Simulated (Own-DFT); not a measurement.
## Calculated data, In3GaP4 (zincblende random alloy, atoms displaced)

A calculation, not a measurement: plane-wave PBE density functional theory by an unreviewed code, no spin, of a simulated periodic cell, stress positive in tension, free energy of the whole cell less one offset for each atom, forces on such cells passed a denser k mesh, this cell's mesh not checked; offsets are fitted by least squares, one for each functional and potential file, so energies compare only between cells with the same atoms and settings and are not formation energies; the far tail of each file's local potential was reset to the Coulomb form; each entry is a single point on an unrelaxed cell, so the pressure reflects the starting lattice, mostly measured values, from which strain is counted, and rises with the displacements; printed positions are rounded, which can move forces by about a meV/angstrom; the program is a retired in-house code; no spin-orbit coupling. Program: Own-DFT development build.

Common to all runs: functional PBE; potential files PseudoDojo norm-conserving, scalar-relativistic, standard set; wave cutoff 42 hartree; occupations Fermi-Dirac; smearing width 0.1 eV; k mesh 3 x 3 x 3 centred on Gamma.

(1) In3GaP4 (zincblende random alloy, atoms displaced)

```cif
# cell vector a (Å): 11.5283 0.0000 0.0000
# cell vector b (Å): 0.0000 11.5283 0.0000
# cell vector c (Å): 0.0000 0.0000 11.5283
data_In3GaP4
_symmetry_space_group_name_H-M 'P 1'
_symmetry_Int_Tables_number 1
_cell_length_a 11.5283
_cell_length_b 11.5283
_cell_length_c 11.5283
_cell_angle_alpha 90.000
_cell_angle_beta 90.000
_cell_angle_gamma 90.000
_cell_volume 1532.13
loop_
_atom_site_label
_atom_site_type_symbol
_atom_site_fract_x
_atom_site_fract_y
_atom_site_fract_z
_atom_site_occupancy
In1 In 0.99193 0.00100 0.00174 1
Ga1 Ga 0.99650 0.24535 0.25160 1
In2 In 0.26369 0.00549 0.26548 1
In3 In 0.25611 0.25475 0.99807 1
P1 P 0.13292 0.13337 0.12059 1
P2 P 0.12599 0.37005 0.36267 1
P3 P 0.37752 0.13486 0.37983 1
P4 P 0.36709 0.37643 0.11964 1
In4 In 0.00188 0.99617 0.49533 1
In5 In 0.01280 0.24668 0.75113 1
In6 In 0.24124 0.00932 0.75117 1
Ga2 Ga 0.25204 0.24227 0.50863 1
P5 P 0.12272 0.12324 0.62156 1
P6 P 0.11801 0.37269 0.87431 1
P7 P 0.37795 0.11356 0.87844 1
P8 P 0.36381 0.36443 0.62040 1
In7 In 0.99951 0.49707 0.99465 1
In8 In 0.01025 0.75803 0.25560 1
In9 In 0.24709 0.48818 0.23543 1
In10 In 0.26295 0.74973 0.99974 1
P9 P 0.12260 0.62526 0.13113 1
P10 P 0.13613 0.86438 0.37480 1
P11 P 0.37209 0.62183 0.37679 1
P12 P 0.37875 0.86076 0.13985 1
In11 In 0.00898 0.50723 0.50448 1
In12 In 0.99757 0.75384 0.76742 1
In13 In 0.24917 0.48666 0.75054 1
In14 In 0.23653 0.76024 0.49242 1
P13 P 0.13232 0.63312 0.63057 1
P14 P 0.12187 0.88473 0.87094 1
P15 P 0.37912 0.62764 0.87259 1
P16 P 0.36615 0.88262 0.62458 1
Ga3 Ga 0.50592 0.99886 0.99032 1
In15 In 0.50183 0.25349 0.25017 1
In16 In 0.74794 0.99447 0.23096 1
In17 In 0.73876 0.23134 0.00870 1
P17 P 0.61261 0.12918 0.12185 1
P18 P 0.63182 0.37119 0.35539 1
P19 P 0.88330 0.11199 0.37586 1
P20 P 0.86871 0.36824 0.12344 1
In18 In 0.50967 0.98721 0.50167 1
In19 In 0.50133 0.24843 0.74368 1
In20 In 0.74400 0.00266 0.74531 1
In21 In 0.75976 0.24883 0.49501 1
P21 P 0.62584 0.11504 0.62824 1
P22 P 0.62338 0.38439 0.87661 1
P23 P 0.86721 0.12197 0.85543 1
P24 P 0.87159 0.37240 0.62085 1
Ga4 Ga 0.49910 0.50670 0.00511 1
Ga5 Ga 0.49459 0.75972 0.24741 1
Ga6 Ga 0.73931 0.49227 0.23913 1
Ga7 Ga 0.75024 0.74557 0.00260 1
P25 P 0.63101 0.63179 0.13068 1
P26 P 0.61444 0.87074 0.37755 1
P27 P 0.86395 0.62098 0.36014 1
P28 P 0.88007 0.87026 0.12202 1
In22 In 0.49144 0.49722 0.50667 1
Ga8 Ga 0.50075 0.75791 0.73464 1
In23 In 0.75045 0.49702 0.75323 1
In24 In 0.75750 0.74910 0.51649 1
P29 P 0.62550 0.62891 0.62680 1
P30 P 0.62433 0.87562 0.87674 1
P31 P 0.87086 0.62715 0.87106 1
P32 P 0.87004 0.86556 0.61305 1
```

```
free energy of cell above offsets : -26.594 eV
pressure                          : 4.87 GPa
stress xx                         : -4.92 GPa
stress yy                         : -4.91 GPa
stress zz                         : -4.79 GPa
stress yz                         : -0.54 GPa
stress xz                         : -0.58 GPa
stress xy                         : -0.81 GPa
```

Force:
```csv
element,x (eV/Å),y (eV/Å),z (eV/Å)
In,0.607,1.131,-0.587
Ga,0.313,0.12,-0.256
In,-0.877,-0.314,-1.498
In,-0.319,-0.822,-1.055
P,-1.308,-0.814,1.319
P,-0.51,-1.212,1.641
P,0.395,0.205,1.596
P,3.139,0.312,-0.792
In,0.607,-1.186,0.537
In,-1.894,0.075,-0.726
In,0.87,-0.478,-0.038
Ga,-0.83,0.155,-1.442
P,0.647,0.603,-1.15
P,1.118,0.035,0.43
P,0.5,0.685,0.201
P,0.418,-0.393,-0.057
In,-0.71,0.7,1.156
In,-1.702,-1.42,-0.501
In,-0.262,1.648,1.749
In,-1.456,0.051,0.016
P,0.1,0.129,-1.482
P,-2.312,4.324,-2.131
P,0.075,0.585,-1.078
P,-0.078,2.468,-1.632
In,-0.664,-0.294,-1.057
In,0.184,0.065,-1.815
In,0.145,1.427,0.208
In,3.675,-3.286,3.146
P,-0.496,-0.3,0.605
P,0.603,-0.492,1.468
P,1.194,-0.639,-0.756
P,0.595,-0.912,0.401
Ga,-0.413,-0.443,0.94
In,-1.472,0.092,-0.467
In,-0.594,0.115,1.53
In,1.795,2.033,-2.348
P,-1.333,-2.73,0.267
P,0.341,1.059,2.046
P,-0.896,1.337,-2.017
P,0.247,-0.075,0.721
In,-1.605,1.589,0.51
In,0.026,0.035,0.865
In,0.688,-2.22,0.105
In,-0.907,-0.679,-0.442
P,-0.585,1.873,-1.75
P,-1.052,-0.831,1.149
P,1.034,0.837,2.071
P,1.179,0.574,0.72
Ga,0.168,0.177,-0.287
Ga,1.347,-2.015,1.744
Ga,1.118,0.633,-0.141
Ga,0.019,0.169,-0.255
P,-0.942,-0.263,-0.362
P,1.745,-1.4,-1.978
P,0.245,-0.178,0.581
P,-0.827,-1.01,-0.534
In,0.837,0.136,-0.859
Ga,-0.398,-0.181,0.851
In,-0.067,0.149,-0.732
In,-2.377,-2.581,-4.027
P,-1.123,-0.413,0.699
P,-0.217,-1.05,0.181
P,-0.691,0.049,1.581
P,2.939,3.062,3.218
```

(2) In3GaP4 (zincblende random alloy, atoms displaced)

```cif
# cell vector a (Å): 11.5283 0.0000 0.0000
# cell vector b (Å): 0.0000 11.5283 0.0000
# cell vector c (Å): 0.0000 0.0000 11.5283
data_In3GaP4
_symmetry_space_group_name_H-M 'P 1'
_symmetry_Int_Tables_number 1
_cell_length_a 11.5283
_cell_length_b 11.5283
_cell_length_c 11.5283
_cell_angle_alpha 90.000
_cell_angle_beta 90.000
_cell_angle_gamma 90.000
_cell_volume 1532.13
loop_
_atom_site_label
_atom_site_type_symbol
_atom_site_fract_x
_atom_site_fract_y
_atom_site_fract_z
_atom_site_occupancy
Ga1 Ga 0.99842 0.00852 0.98910 1
Ga2 Ga 0.99286 0.25110 0.25005 1
Ga3 Ga 0.25359 0.01598 0.25171 1
In1 In 0.24431 0.24851 0.00104 1
P1 P 0.12831 0.12630 0.13452 1
P2 P 0.11626 0.36494 0.37904 1
P3 P 0.37544 0.13106 0.36967 1
P4 P 0.37614 0.36406 0.11324 1
In2 In 0.00093 0.99446 0.49853 1
Ga4 Ga 0.00435 0.24899 0.74403 1
In3 In 0.25076 0.99179 0.76150 1
In4 In 0.24971 0.25213 0.49686 1
P5 P 0.12622 0.12256 0.62239 1
P6 P 0.12292 0.37496 0.87808 1
P7 P 0.38509 0.12374 0.86041 1
P8 P 0.37502 0.37570 0.62634 1
In5 In 0.99765 0.49369 0.99683 1
In6 In 0.99968 0.73667 0.24352 1
In7 In 0.24593 0.50826 0.25113 1
In8 In 0.24619 0.75111 0.99838 1
P9 P 0.11733 0.62128 0.13064 1
P10 P 0.12113 0.86416 0.37627 1
P11 P 0.36895 0.62555 0.37404 1
P12 P 0.36274 0.88020 0.13182 1
In9 In 0.01313 0.51184 0.49577 1
In10 In 0.99848 0.75143 0.74616 1
In11 In 0.25536 0.50096 0.74727 1
Ga5 Ga 0.24062 0.75036 0.50543 1
P13 P 0.11517 0.62405 0.62704 1
P14 P 0.12154 0.88187 0.86883 1
P15 P 0.38452 0.62519 0.87447 1
P16 P 0.39465 0.87564 0.61911 1
In12 In 0.50470 0.01102 0.00372 1
In13 In 0.49568 0.24888 0.24946 1
In14 In 0.75191 0.00420 0.24736 1
In15 In 0.74328 0.24834 0.00727 1
P17 P 0.62751 0.13249 0.12262 1
P18 P 0.61988 0.37835 0.37722 1
P19 P 0.87239 0.11186 0.38464 1
P20 P 0.87784 0.37931 0.11658 1
In16 In 0.50251 0.99450 0.50303 1
In17 In 0.50426 0.24338 0.75242 1
In18 In 0.74705 0.99771 0.74708 1
Ga6 Ga 0.74873 0.24368 0.49863 1
P21 P 0.62058 0.12238 0.61364 1
P22 P 0.64072 0.36631 0.88993 1
P23 P 0.87490 0.12908 0.87146 1
P24 P 0.87077 0.35767 0.63011 1
Ga7 Ga 0.50372 0.50380 0.99140 1
In19 In 0.50463 0.74895 0.25201 1
Ga8 Ga 0.74830 0.50304 0.25883 1
In20 In 0.75639 0.73412 0.99009 1
P25 P 0.61647 0.62030 0.13100 1
P26 P 0.62780 0.87355 0.38947 1
P27 P 0.86624 0.62623 0.37738 1
P28 P 0.86773 0.88355 0.12796 1
In21 In 0.51275 0.49804 0.48690 1
In22 In 0.49683 0.74241 0.75573 1
In23 In 0.74178 0.50380 0.75649 1
In24 In 0.75185 0.74696 0.50419 1
P29 P 0.61526 0.61513 0.63069 1
P30 P 0.63160 0.87570 0.86709 1
P31 P 0.88101 0.63558 0.88095 1
P32 P 0.86454 0.87186 0.61940 1
```

```
free energy of cell above offsets : -25.975 eV
pressure                          : 5.07 GPa
stress xx                         : -5.01 GPa
stress yy                         : -5.07 GPa
stress zz                         : -5.15 GPa
stress yz                         : -0.36 GPa
stress xz                         : 0.72 GPa
stress xy                         : 0.12 GPa
```

Force:
```csv
element,x (eV/Å),y (eV/Å),z (eV/Å)
Ga,-0.227,-0.21,1.015
Ga,-0.092,-0.27,0.162
Ga,-0.313,-1.198,0.211
In,0.361,-0.832,-0.821
P,-1.516,-0.519,-0.207
P,-0.207,0.568,-1.548
P,-0.49,-1.604,0.738
P,0.596,2.48,0.291
In,0.497,-0.489,0.672
Ga,-0.118,-0.229,0.26
In,1.309,0.948,-2.392
In,0.208,-0.254,0.693
P,-0.152,0.135,1.031
P,-0.046,-0.642,-1.746
P,-1.676,-0.576,2.21
P,0.893,-0.164,-0.63
In,0.528,1.096,-0.247
In,-1.636,2.141,0.953
In,0.368,-2.055,-0.142
In,-0.117,-0.064,0.302
P,1.048,-0.602,-2.274
P,1.385,0.546,-0.307
P,0.068,0.796,1.334
P,0.7,0.671,0.126
In,-2.204,-2.005,-0.618
In,-0.546,0.924,-0.075
In,-0.565,-0.065,0.415
Ga,0.835,0.177,-0.199
P,2.449,1.168,0.542
P,-1.361,-0.908,1.826
P,-1.371,-1.169,1.647
P,-3.647,-2.012,1.398
In,-0.668,-1.49,-0.528
In,0.651,0.813,-0.515
In,-1.104,-0.12,0.831
In,3.007,-0.68,0.384
P,-0.629,-1.049,1.824
P,3.206,-2.346,-1.879
P,-0.295,2.749,-0.967
P,-1.133,-0.887,2.901
In,-0.273,1.501,-1.845
In,1.174,1.813,-1.057
In,0.499,1.009,-0.49
Ga,0.132,0.132,0.122
P,1.425,1.322,0.533
P,-3.143,2.548,-2.002
P,0.974,0.032,-0.06
P,0.152,0.893,-0.505
Ga,0.115,-1.118,0.902
In,-0.886,1.125,0.524
Ga,-0.097,-0.458,-0.648
In,-2.544,2.714,2.757
P,1.174,-1.179,-1.084
P,0.154,-0.084,-2.076
P,0.32,-1.113,-0.864
P,1.71,-1.171,-1.836
In,-2.832,1.416,1.875
In,1.158,1.621,-1.024
In,1.361,-0.866,-0.046
In,-1.281,-0.968,0.347
P,0.733,0.816,-0.57
P,-1.034,-0.772,1.55
P,1.534,-2.609,-2.133
P,1.478,0.62,0.962
```

(3) In3GaP4 (zincblende random alloy, atoms displaced)

```cif
# cell vector a (Å): 11.5283 0.0000 0.0000
# cell vector b (Å): 0.0000 11.5283 0.0000
# cell vector c (Å): 0.0000 0.0000 11.5283
data_In3GaP4
_symmetry_space_group_name_H-M 'P 1'
_symmetry_Int_Tables_number 1
_cell_length_a 11.5283
_cell_length_b 11.5283
_cell_length_c 11.5283
_cell_angle_alpha 90.000
_cell_angle_beta 90.000
_cell_angle_gamma 90.000
_cell_volume 1532.13
loop_
_atom_site_label
_atom_site_type_symbol
_atom_site_fract_x
_atom_site_fract_y
_atom_site_fract_z
_atom_site_occupancy
In1 In 0.99412 0.99306 0.00718 1
In2 In 0.99676 0.24901 0.22957 1
Ga1 Ga 0.25865 0.99386 0.25170 1
In3 In 0.25142 0.25698 0.00239 1
P1 P 0.12218 0.13004 0.13195 1
P2 P 0.12197 0.37572 0.36892 1
P3 P 0.37382 0.12304 0.37909 1
P4 P 0.37336 0.37097 0.13021 1
In4 In 0.00078 0.00042 0.49130 1
Ga2 Ga 0.00880 0.24305 0.75785 1
In5 In 0.25323 0.99518 0.74527 1
In6 In 0.24698 0.25411 0.48917 1
P5 P 0.12493 0.12799 0.63535 1
P6 P 0.11800 0.36614 0.87316 1
P7 P 0.36867 0.12972 0.86805 1
P8 P 0.38139 0.36616 0.61908 1
In7 In 0.01308 0.50199 0.99416 1
Ga3 Ga 0.99495 0.73920 0.25225 1
In8 In 0.24862 0.51061 0.24885 1
Ga4 Ga 0.25280 0.75469 0.99792 1
P9 P 0.11760 0.62059 0.12998 1
P10 P 0.12601 0.88505 0.37240 1
P11 P 0.35996 0.63226 0.39114 1
P12 P 0.37391 0.87681 0.12300 1
In9 In 0.00422 0.50450 0.50246 1
In10 In 0.99627 0.75950 0.74905 1
In11 In 0.25897 0.50223 0.75628 1
In12 In 0.25512 0.74100 0.50214 1
P13 P 0.11847 0.62237 0.62188 1
P14 P 0.13082 0.86596 0.88303 1
P15 P 0.37766 0.61585 0.86656 1
P16 P 0.37277 0.88352 0.61890 1
In13 In 0.49908 0.99194 0.99642 1
In14 In 0.49476 0.24745 0.25075 1
Ga5 Ga 0.75352 0.00790 0.24167 1
Ga6 Ga 0.74856 0.24091 0.00807 1
P17 P 0.62399 0.12514 0.11602 1
P18 P 0.62973 0.38451 0.38605 1
P19 P 0.87290 0.13820 0.38424 1
P20 P 0.88037 0.37726 0.11899 1
Ga7 Ga 0.50200 0.99165 0.49212 1
In15 In 0.49594 0.25246 0.75497 1
Ga8 Ga 0.74293 0.00594 0.75342 1
In16 In 0.75689 0.24976 0.50772 1
P21 P 0.62192 0.12848 0.62916 1
P22 P 0.61390 0.38523 0.87950 1
P23 P 0.87704 0.10496 0.86950 1
P24 P 0.87309 0.37644 0.63394 1
In17 In 0.50698 0.51114 0.01097 1
In18 In 0.49594 0.75381 0.25194 1
In19 In 0.74400 0.50713 0.25060 1
In20 In 0.75768 0.75497 0.00793 1
P25 P 0.61555 0.62600 0.11592 1
P26 P 0.62068 0.87222 0.37323 1
P27 P 0.87496 0.62539 0.37673 1
P28 P 0.87146 0.86654 0.12704 1
In21 In 0.49250 0.49630 0.50170 1
In22 In 0.50401 0.75029 0.74919 1
In23 In 0.75092 0.49553 0.74128 1
In24 In 0.72991 0.75771 0.51292 1
P29 P 0.62374 0.62973 0.62844 1
P30 P 0.62526 0.88118 0.87901 1
P31 P 0.87355 0.62688 0.87411 1
P32 P 0.87410 0.88054 0.64000 1
```

```
free energy of cell above offsets : -26.541 eV
pressure                          : 5.01 GPa
stress xx                         : -5.03 GPa
stress yy                         : -4.96 GPa
stress zz                         : -5.05 GPa
stress yz                         : -1.38 GPa
stress xz                         : 0.03 GPa
stress xy                         : 0.54 GPa
```

Force:
```csv
element,x (eV/Å),y (eV/Å),z (eV/Å)
In,1.194,0.155,-0.002
In,-0.747,0.733,2.613
Ga,-0.714,0.772,0.025
In,-0.466,-0.927,-0.26
P,2.177,-2.569,-1.054
P,-0.46,0.159,-0.303
P,0.428,-1.75,-0.428
P,0.262,1.574,-0.158
In,-0.601,0.598,1.469
Ga,-1.246,-0.242,-0.399
In,-0.835,0.351,1.003
In,-0.471,-0.293,1.016
P,-0.521,0.373,-0.912
P,0.777,0.237,-0.749
P,0.118,-0.791,1.272
P,-1.402,0.417,0.566
In,-1.468,0.003,-0.406
Ga,0.208,0.802,0.264
In,0.404,-0.968,0.656
Ga,0.023,-1.001,0.258
P,0.631,2.388,-0.475
P,0.631,-1.803,-1.328
P,3.583,-2.71,-3.735
P,-1.333,-0.369,0.201
In,-0.991,-1.448,-0.785
In,0.871,-1.379,0.763
In,-1.992,-1.895,-2.014
In,-3.259,3.481,2.454
P,1.176,0.988,1.71
P,0.22,0.478,-0.041
P,0.595,2.453,2.572
P,1.489,-0.833,-0.647
In,-0.838,1.586,-0.171
In,1.206,0.113,0.671
Ga,-0.123,-0.048,0.706
Ga,0.686,0.913,-1.187
P,0.595,-0.256,1.054
P,-0.311,-1.077,-0.955
P,0.405,-1.688,-2.57
P,-2.065,0.314,-0.891
Ga,-0.179,0.881,0.557
In,0.732,0.034,0.109
Ga,-0.1,-0.288,-0.413
In,-1.312,0.725,0.688
P,0.064,-1.595,-0.379
P,1.665,-1.365,0.083
P,-0.662,2.205,0.037
P,2.406,-1.417,-0.349
In,-3.015,-2.766,-2.003
In,-0.555,-0.97,0.057
In,0.499,-0.439,-0.491
In,-1.514,-1.251,-1.828
P,2.48,2.766,2.951
P,0.614,2.013,-0.409
P,-0.264,1.146,0.054
P,1.133,1.231,2.936
In,0.458,1.118,-0.026
In,-0.716,1.008,0.334
In,-0.965,0.939,1.79
In,2.434,0.501,-0.73
P,-0.767,-1.741,-0.009
P,1.261,-0.703,-1.257
P,0.091,-0.261,0.062
P,-1.623,1.385,-1.566
```

(4) In3GaP4 (zincblende random alloy, atoms displaced)

```cif
# cell vector a (Å): 11.5283 0.0000 0.0000
# cell vector b (Å): 0.0000 11.5283 0.0000
# cell vector c (Å): 0.0000 0.0000 11.5283
data_In3GaP4
_symmetry_space_group_name_H-M 'P 1'
_symmetry_Int_Tables_number 1
_cell_length_a 11.5283
_cell_length_b 11.5283
_cell_length_c 11.5283
_cell_angle_alpha 90.000
_cell_angle_beta 90.000
_cell_angle_gamma 90.000
_cell_volume 1532.13
loop_
_atom_site_label
_atom_site_type_symbol
_atom_site_fract_x
_atom_site_fract_y
_atom_site_fract_z
_atom_site_occupancy
In1 In 0.99105 0.00671 0.99868 1
In2 In 0.00363 0.24264 0.23615 1
Ga1 Ga 0.25266 0.01019 0.24101 1
In3 In 0.25198 0.25607 0.00324 1
P1 P 0.13820 0.12624 0.11489 1
P2 P 0.12389 0.38221 0.38032 1
P3 P 0.37641 0.12313 0.37279 1
P4 P 0.36835 0.37011 0.11847 1
In4 In 0.00559 0.00670 0.50258 1
Ga2 Ga 0.00858 0.24919 0.75182 1
In5 In 0.25600 0.00127 0.75083 1
Ga3 Ga 0.24728 0.25349 0.49598 1
P5 P 0.12649 0.12229 0.62619 1
P6 P 0.12728 0.37555 0.87538 1
P7 P 0.38518 0.13061 0.86038 1
P8 P 0.37079 0.35481 0.62481 1
In6 In 0.99912 0.51335 0.00167 1
In7 In 0.99918 0.75553 0.26428 1
Ga4 Ga 0.25500 0.50379 0.24607 1
In8 In 0.24887 0.75234 0.99334 1
P9 P 0.11731 0.63471 0.12300 1
P10 P 0.13245 0.85934 0.38924 1
P11 P 0.37727 0.61451 0.38484 1
P12 P 0.36250 0.87082 0.11753 1
Ga5 Ga 0.00332 0.49457 0.51881 1
Ga6 Ga 0.00752 0.74768 0.74938 1
In9 In 0.24282 0.49399 0.76181 1
In10 In 0.24602 0.74996 0.49712 1
P13 P 0.12049 0.62584 0.61097 1
P14 P 0.12992 0.88376 0.86777 1
P15 P 0.38072 0.63797 0.87791 1
P16 P 0.37876 0.87472 0.62635 1
Ga7 Ga 0.48471 0.99848 0.99309 1
In11 In 0.50571 0.24718 0.24409 1
In12 In 0.74864 0.99750 0.25393 1
In13 In 0.75217 0.26098 0.00009 1
P17 P 0.63183 0.12087 0.11855 1
P18 P 0.62095 0.37742 0.37048 1
P19 P 0.88617 0.13245 0.37643 1
P20 P 0.86778 0.37688 0.12461 1
In14 In 0.50164 0.00064 0.50864 1
In15 In 0.50241 0.24720 0.75170 1
In16 In 0.75239 0.99899 0.75142 1
In17 In 0.75334 0.25553 0.51099 1
P21 P 0.63182 0.12392 0.61617 1
P22 P 0.62043 0.38569 0.87512 1
P23 P 0.87933 0.12732 0.86788 1
P24 P 0.86404 0.37450 0.63165 1
In18 In 0.49795 0.49380 0.99500 1
In19 In 0.49300 0.75282 0.25405 1
Ga8 Ga 0.74609 0.50024 0.25414 1
In20 In 0.74030 0.75417 0.99436 1
P25 P 0.63250 0.62523 0.12999 1
P26 P 0.62174 0.85799 0.37945 1
P27 P 0.87769 0.63161 0.37090 1
P28 P 0.87121 0.88120 0.12835 1
In21 In 0.49771 0.48876 0.50524 1
In22 In 0.50057 0.75317 0.73978 1
In23 In 0.74225 0.49908 0.74223 1
In24 In 0.75091 0.73393 0.49242 1
P29 P 0.62521 0.62154 0.62314 1
P30 P 0.62741 0.86578 0.86881 1
P31 P 0.88323 0.62060 0.88074 1
P32 P 0.86923 0.87633 0.60183 1
```

```
free energy of cell above offsets : -26.238 eV
pressure                          : 5.06 GPa
stress xx                         : -5.25 GPa
stress yy                         : -4.99 GPa
stress zz                         : -4.93 GPa
stress yz                         : 0.84 GPa
stress xz                         : -0.61 GPa
stress xy                         : -0.65 GPa
```

Force:
```csv
element,x (eV/Å),y (eV/Å),z (eV/Å)
In,0.88,-0.738,0.213
In,0.188,1.103,0.657
Ga,0.25,-0.915,0.706
In,0.028,-0.949,-2.199
P,-0.787,-1.406,0.904
P,0.303,-0.1,-0.241
P,-1.113,0.153,0.028
P,1.056,1.917,2.128
In,-0.073,-0.831,-0.741
Ga,-0.328,-0.009,-0.25
In,0.14,0.29,-0.564
Ga,-0.251,-0.534,-0.254
P,0.616,2.058,0.235
P,-2.189,-1.317,0.709
P,-1.316,-1.667,3.018
P,-0.761,1.067,-0.21
In,0.608,-2.213,0.975
In,0.294,0.664,-1.596
Ga,-0.552,0.065,0.351
In,-1.32,-0.333,-0.204
P,1.623,-0.424,1.291
P,-1.475,4.385,-3.004
P,-0.902,0.292,-1.486
P,1.212,2.109,1.143
Ga,-0.833,-0.187,-1.351
Ga,-0.546,0.283,-0.433
In,1.63,1.69,-1.991
In,3,-1.774,1.671
P,-0.453,-0.541,2.396
P,-1.672,-1.115,0.238
P,-0.162,-1.471,-0.78
P,-1.15,0.046,-0.654
Ga,0.92,-0.088,0.155
In,-0.354,-0.21,-0.186
In,-0.253,0.33,1.066
In,-0.547,-0.983,-0.995
P,-1.227,-0.552,-0.761
P,1.351,0.07,-0.067
P,-1.077,-0.314,-0.171
P,0.801,1.322,1.164
In,-0.006,-0.462,-1.409
In,2.055,0.979,-1.33
In,0.213,-0.511,-0.825
In,-0.303,-0.448,-2.493
P,-0.309,0.101,1.463
P,0.8,-1.596,-0.83
P,-0.026,1.499,-0.338
P,3.466,0.253,0.456
In,-0.543,1.656,1.469
In,-0.357,-0.848,-0.755
Ga,0.459,0.273,-0.045
In,1.705,-0.997,1.155
P,-0.699,-0.777,0.198
P,0.049,2.012,0.065
P,-0.076,-3.771,0.241
P,0.59,-0.867,-0.459
In,-0.1,-0.251,0.445
In,0.416,-0.735,0.464
In,0.729,0.874,1.585
In,-0.382,0.638,0.76
P,-0.719,0.176,-0.421
P,-1.529,2.167,0.058
P,-1.518,2.078,-2.617
P,0.524,-0.617,2.251
```
